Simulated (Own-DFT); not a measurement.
# Computed records: GaN (wurtzite, atoms displaced)

A calculation, not a measurement: plane-wave PBE density functional theory by an unreviewed code, no spin, of a simulated periodic cell, stress positive in tension, free energy of the whole cell less one offset for each atom, forces on such cells passed a denser k mesh, this cell's mesh not checked; offsets are fitted by least squares, one for each functional and potential file, so energies compare only between cells with the same atoms and settings and are not formation energies; the far tail of each file's local potential was reset to the Coulomb form; each entry is a single point on an unrelaxed cell, so the pressure reflects the starting lattice, mostly measured values (interpolated for alloys), from which strain is counted, and rises with the displacements; printed positions are rounded, which can move forces by about a meV/angstrom; the program, named Own-DFT, is a retired in-house code; no spin-orbit coupling. Program: Own-DFT development build.

```json
{"formula": "GaN", "kind": "wurtzite, atoms displaced", "structure": {"cell_angstrom": [[12.756, 0.0, 0.0], [-4.7835, 8.2853, 0.0], [0.0, 0.0, 10.37]], "atoms_fractional": [["Ga", 0.0841, 0.22396, 0.00427], ["Ga", 0.16726, 0.10855, 0.24744], ["N", 0.0845, 0.22185, 0.18959], ["N", 0.16558, 0.11038, 0.43787], ["Ga", 0.08246, 0.22245, 0.50101], ["Ga", 0.16396, 0.11162, 0.7491], ["N", 0.08425, 0.21748, 0.68764], ["N", 0.1651, 0.11059, 0.93303], ["Ga", 0.08357, 0.55429, 0.00082], ["Ga", 0.16607, 0.4437, 0.25114], ["N", 0.08601, 0.55842, 0.18571], ["N", 0.16883, 0.44727, 0.4401], ["Ga", 0.08685, 0.55535, 0.50006], ["Ga", 0.16809, 0.4428, 0.75209], ["N", 0.08641, 0.55608, 0.69082], ["N", 0.16745, 0.4448, 0.93548], ["Ga", 0.0819, 0.88732, 0.00116], ["Ga", 0.16431, 0.77545, 0.2488], ["N", 0.0841, 0.8863, 0.18767], ["N", 0.16451, 0.77511, 0.43898], ["Ga", 0.08403, 0.88604, 0.50014], ["Ga", 0.16656, 0.77711, 0.74794], ["N", 0.08052, 0.8829, 0.68917], ["N", 0.16684, 0.77782, 0.93742], ["Ga", 0.33554, 0.2253, 0.00242], ["Ga", 0.41502, 0.11118, 0.24947], ["N", 0.33159, 0.2193, 0.18771], ["N", 0.4138, 0.10864, 0.44147], ["Ga", 0.33437, 0.22442, 0.50051], ["Ga", 0.41692, 0.11013, 0.74852], ["N", 0.33308, 0.22154, 0.68735], ["N", 0.41629, 0.11179, 0.93795], ["Ga", 0.33328, 0.55493, 4e-05], ["Ga", 0.41718, 0.44627, 0.24878], ["N", 0.33157, 0.55745, 0.19], ["N", 0.41779, 0.44824, 0.43959], ["Ga", 0.33363, 0.55545, 0.49874], ["Ga", 0.4171, 0.44289, 0.74957], ["N", 0.33374, 0.55883, 0.69036], ["N", 0.41527, 0.44227, 0.94331], ["Ga", 0.33526, 0.89345, 0.00094], ["Ga", 0.41561, 0.77875, 0.2503], ["N", 0.33341, 0.88608, 0.18851], ["N", 0.41631, 0.77808, 0.43924], ["Ga", 0.33235, 0.89058, 0.50095], ["Ga", 0.41799, 0.78009, 0.74935], ["N", 0.33338, 0.88787, 0.68837], ["N", 0.41322, 0.77518, 0.93634], ["Ga", 0.58259, 0.22012, 0.99812], ["Ga", 0.66638, 0.1157, 0.25042], ["N", 0.58322, 0.22011, 0.18993], ["N", 0.66707, 0.10797, 0.4409], ["Ga", 0.58297, 0.22028, 0.49999], ["Ga", 0.66694, 0.10791, 0.75258], ["N", 0.5823, 0.21831, 0.68868], ["N", 0.66568, 0.11022, 0.93725], ["Ga", 0.58078, 0.55416, 0.00243], ["Ga", 0.67179, 0.45026, 0.25157], ["N", 0.58439, 0.55451, 0.1905], ["N", 0.66536, 0.44474, 0.44322], ["Ga", 0.58481, 0.55787, 0.50029], ["Ga", 0.66594, 0.44188, 0.75217], ["N", 0.58694, 0.55538, 0.68821], ["N", 0.66459, 0.44395, 0.94076], ["Ga", 0.58239, 0.89085, 0.00112], ["Ga", 0.66476, 0.77596, 0.25137], ["N", 0.58522, 0.89002, 0.18806], ["N", 0.66204, 0.77732, 0.43674], ["Ga", 0.5834, 0.89054, 0.49911], ["Ga", 0.66784, 0.77857, 0.74973], ["N", 0.58399, 0.89133, 0.68975], ["N", 0.66543, 0.77744, 0.93716], ["Ga", 0.83381, 0.22507, 0.99892], ["Ga", 0.91452, 0.10841, 0.24844], ["N", 0.83332, 0.22641, 0.18899], ["N", 0.91865, 0.11564, 0.43765], ["Ga", 0.83293, 0.22114, 0.49969], ["Ga", 0.91441, 0.10773, 0.74784], ["N", 0.83514, 0.22665, 0.68863], ["N", 0.91905, 0.11452, 0.93905], ["Ga", 0.83554, 0.55559, 0.00114], ["Ga", 0.91066, 0.44065, 0.25455], ["N", 0.83247, 0.5586, 0.19041], ["N", 0.91678, 0.44087, 0.44213], ["Ga", 0.83464, 0.55445, 0.49628], ["Ga", 0.91759, 0.4427, 0.74722], ["N", 0.83414, 0.56086, 0.68614], ["N", 0.91382, 0.44544, 0.93694], ["Ga", 0.83407, 0.89071, 0.99965], ["Ga", 0.91525, 0.77872, 0.25048], ["N", 0.83359, 0.88637, 0.18943], ["N", 0.91328, 0.77647, 0.43708], ["Ga", 0.83334, 0.88919, 0.49898], ["Ga", 0.9159, 0.77776, 0.75028], ["N", 0.83457, 0.88803, 0.68879], ["N", 0.91647, 0.77837, 0.93722]]}, "settings": {"functional": "PBE", "potential_files": "PseudoDojo norm-conserving, scalar-relativistic, standard set with the stringent files for Ga", "wave_cutoff [hartree]": 96.0, "occupations": "Gaussian", "smearing_width [eV]": 0.01, "k_mesh": "3 x 4 x 3 centred on Gamma"}, "results": {"free_energy_of_cell_above_offsets [eV]": "-10.420", "pressure [GPa]": 5.38, "stress_xx [GPa]": -5.05, "stress_yy [GPa]": -5.48, "stress_zz [GPa]": -5.62, "stress_yz [GPa]": 0.03, "stress_xz [GPa]": 0.02, "stress_xy [GPa]": 0.73, "force_element": ["Ga", "Ga", "N", "N", "Ga", "Ga", "N", "N", "Ga", "Ga", "N", "N", "Ga", "Ga", "N", "N", "Ga", "Ga", "N", "N", "Ga", "Ga", "N", "N", "Ga", "Ga", "N", "N", "Ga", "Ga", "N", "N", "Ga", "Ga", "N", "N", "Ga", "Ga", "N", "N", "Ga", "Ga", "N", "N", "Ga", "Ga", "N", "N", "Ga", "Ga", "N", "N", "Ga", "Ga", "N", "N", "Ga", "Ga", "N", "N", "Ga", "Ga", "N", "N", "Ga", "Ga", "N", "N", "Ga", "Ga", "N", "N", "Ga", "Ga", "N", "N", "Ga", "Ga", "N", "N", "Ga", "Ga", "N", "N", "Ga", "Ga", "N", "N", "Ga", "Ga", "N", "N", "Ga", "Ga", "N", "N"], "force_x [eV/angstrom]": [0.307, -0.353, -0.289, 0.188, 0.482, 1.037, -1.129, 0.269, -0.13, -0.149, -0.685, -0.027, -0.517, -0.128, -0.201, -0.104, 0.337, 0.543, -0.617, 0.281, -0.684, 0.069, 0.104, -0.016, -0.526, 0.416, 0.162, 0.312, -0.356, -0.287, -0.068, 0.064, -0.344, -0.17, 0.538, 0.234, 0.051, -0.069, 0.541, 0.048, -0.279, 0.486, -0.515, -0.165, 0.217, -0.119, -0.15, 0.437, -0.108, 0.473, -0.532, -0.325, -0.127, -0.159, 0.235, 0.239, 0.433, -0.912, -0.248, 0.457, -0.23, 0.431, -0.747, 0.384, 0.057, 0.068, -0.347, 0.912, -0.32, -0.186, 0.383, 0.063, 0.022, 0.1, 0.199, -0.173, 0.013, 0.315, 0.041, -0.398, -0.869, 1.021, 0.768, 0.016, -0.381, -0.419, 0.297, 0.788, -0.17, 0.627, -0.61, 0.556, -0.329, 0.306, -0.513, -0.145], "force_y [eV/angstrom]": [-0.076, -0.045, -0.116, -0.023, 0.053, -0.771, 0.734, 0.16, 0.299, 0.128, -0.935, -0.601, -0.011, -0.059, -0.441, -0.247, 0.253, 0.134, 0.162, 0.107, 0.297, 0.061, 0.751, 0.03, -0.916, -0.291, 0.574, 0.515, -0.061, -0.041, 0.014, 0.175, 0.217, -0.167, -0.298, -0.455, 0.373, 0.354, -0.481, 0.406, -0.786, 0.041, 0.588, 0.187, -0.547, -0.213, 0.193, 0.495, 0.331, -0.826, 0.713, 0.69, 0.03, 0.605, 0.298, 0.169, 0.375, -1.046, 0.033, -0.25, -0.136, 0.155, 0.046, 0.038, -0.569, 0.26, 0.085, 0.245, -0.437, -0.255, -0.429, 0.093, -0.203, 0.406, -0.643, -0.676, -0.145, 0.612, -1.017, -0.209, 0.227, 0.914, -0.153, 0.48, 0.154, 1.066, -0.983, -0.122, -0.213, 0.18, 0.336, 0.157, 0.062, -0.204, 0.18, -0.14], "force_z [eV/angstrom]": [-0.855, 0.621, 0.165, -0.072, -0.24, -0.124, -0.106, 1.314, -0.614, 0.022, 0.738, -0.327, 0.492, -0.558, -0.476, 0.909, -0.7, 0.206, 0.151, -0.321, 0.12, 0.572, -0.334, 0.208, -0.687, 0.366, 0.268, -0.658, -0.159, 0.115, 0.278, -0.001, 0.07, 0.334, -0.245, -0.356, 0.564, 0.115, -0.34, -0.733, -0.285, 0.171, 0.097, -0.059, -0.051, 0.09, -0.058, 0.477, 0.364, 0.181, -0.211, -0.525, 0.17, -0.543, 0.098, 0.435, -0.238, 0.276, -0.093, -0.838, 0.207, -0.284, 0.195, 0.021, -0.272, -0.368, 0.207, 0.426, 0.415, 0.017, -0.387, 0.411, 0.043, 0.13, -0.204, -0.051, 0.338, 0.361, -0.102, -0.068, -0.227, -0.415, -0.233, -0.433, 0.874, 0.173, 0.167, 0.032, -0.087, 0.044, -0.261, 0.065, 0.005, 0.006, -0.377, 0.449]}}
```
